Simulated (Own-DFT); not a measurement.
# How strain changes the stress of zincblende GaP, 64 atoms (Ga32P32)

Calculated results; nothing here was measured. They come from Own-DFT, an in-house plane-wave density functional program, since retired, whose code no person has reviewed. Each row is one single-point run on a periodic cell that was not relaxed, without spin or spin-orbit coupling.

Settings of every run: PBE; PseudoDojo norm-conserving scalar-relativistic files; cutoff 42 hartree; 3 x 3 x 3 k mesh centred on Gamma; Fermi-Dirac smearing of 0.1 eV.

Known limits: forces on such cells passed a denser k mesh, each cell not checked; stress not checked against mesh or cutoff.

Unstrained cell vectors in Å: (10.901, 0.000, 0.000); (0.000, 10.901, 0.000); (0.000, 0.000, 10.901). The unstrained cell has measured lattice constants (interpolated for alloys), not those of this functional. That, the random moves and any unrelaxed bonds set the pressure at no strain. Each run strains this cell uniformly, with the atoms carried along. Every atom was also moved at random, by a Gaussian of width 0.05 Å on each axis. Strain is the symmetric tensor, in per cent. Stress is positive in tension, and the pressure is minus a third of its trace.

```
run,e_xx (%),e_yy (%),e_zz (%),e_yz (%),e_xz (%),e_xy (%),s_xx (GPa),s_yy (GPa),s_zz (GPa),s_yz (GPa),s_xz (GPa),s_xy (GPa),P (GPa),E (meV/atom)
1,0.12,0.44,-1.83,0.81,-0.62,1.53,-4.33,-3.96,-5.56,1.85,-2.34,2.36,4.62,23.0
2,-1.98,-0.90,1.24,-1.76,1.72,1.28,-5.81,-5.32,-3.70,-3.66,2.14,2.62,4.94,27.9
3,0.38,-0.86,-0.13,-1.17,1.29,1.79,-3.47,-4.43,-3.92,-1.62,2.45,3.67,3.94,14.7
4,0.09,1.12,1.57,0.82,1.19,2.00,-1.68,-0.95,-0.64,0.96,1.79,3.47,1.09,9.3
5,0.53,-0.62,0.68,-1.89,1.82,0.01,-2.81,-3.31,-2.64,-3.24,3.32,0.35,2.92,18.2
6,-1.48,-1.87,-0.56,-1.63,-0.35,-1.67,-7.63,-8.28,-7.23,-2.92,-0.47,-3.75,7.71,66.7
7,1.99,1.72,-0.19,-1.29,1.47,0.53,0.21,0.09,-1.29,-1.42,2.59,0.47,0.33,0.0
8,1.80,-0.60,-0.95,-0.78,1.71,-1.43,-2.02,-3.61,-3.94,-0.90,2.69,-2.47,3.19,16.4
9,0.13,0.52,1.21,1.59,-0.57,0.54,-2.12,-1.88,-1.24,2.54,-0.98,0.58,1.75,8.1
10,-1.39,1.34,1.04,-0.26,0.02,-1.50,-3.87,-1.98,-2.17,-0.66,-0.23,-3.29,2.68,20.8
11,-1.32,-0.66,-0.13,-1.37,0.31,-1.12,-5.95,-5.50,-5.12,-2.24,1.70,-2.62,5.52,30.1
12,1.96,-1.48,0.27,1.03,1.64,-1.67,-1.77,-4.28,-3.12,2.53,2.93,-3.37,3.05,28.3
13,0.57,-1.57,0.31,-0.23,-1.81,-1.76,-3.77,-5.16,-3.90,-1.46,-3.67,-3.43,4.28,31.8
14,-1.42,1.99,-0.57,-0.69,1.07,-0.96,-4.34,-1.85,-3.81,-1.00,1.03,-2.79,3.33,14.9
15,-1.23,-0.57,-1.18,-0.35,-1.87,0.56,-6.52,-5.93,-6.45,-0.31,-3.68,1.72,6.30,32.7
16,-1.89,0.25,-0.62,-1.67,1.06,0.77,?,?,?,?,?,?,?,?
```

E is the free energy for each atom above the lowest run shown.

## Worked fit

Each stress component was fitted by least squares to a constant and the strains of the runs shown, as fractions, with shears doubled. Shear strains stay in the fit of a normal stress only where such slopes are resolved. The slopes, in GPa:

```
stress,at no strain,per e_xx,per e_yy,per e_zz,scatter
s_xx,-3.5,138 ± 3,72 ± 4,69 ± 5,0.17
s_yy,-3.5,72 ± 5,148 ± 5,65 ± 7,0.24
s_zz,-3.6,70 ± 4,76 ± 4,138 ± 6,0.20
```

Each shear stress against twice its own strain: yz 90 ± 6, xz 87 ± 10, xy 102 ± 4 GPa. These are stiffnesses along x, y and z of the frame in which the cell vectors are given, which need not be the crystal's axes. The atoms are held to the strained lattice; where symmetry lets them move under strain, relaxing them would lower some slopes. The table should be nearly symmetric about its diagonal, and what it lacks of that shows the noise. A ninth of its sum, 94 ± 2 GPa, estimates the bulk modulus near the mean pressure of these runs, 3.7 GPa, so it lies above the value at zero pressure.

## Withheld run

Question: what normal stresses and pressure should run 16 give?

The fit gives s_xx = -6.4, s_yy = -4.9, s_zz = -5.5 and P = 5.6 GPa. The calculation gave -6.42, -5.11, -5.70 and P = 5.74 GPa.
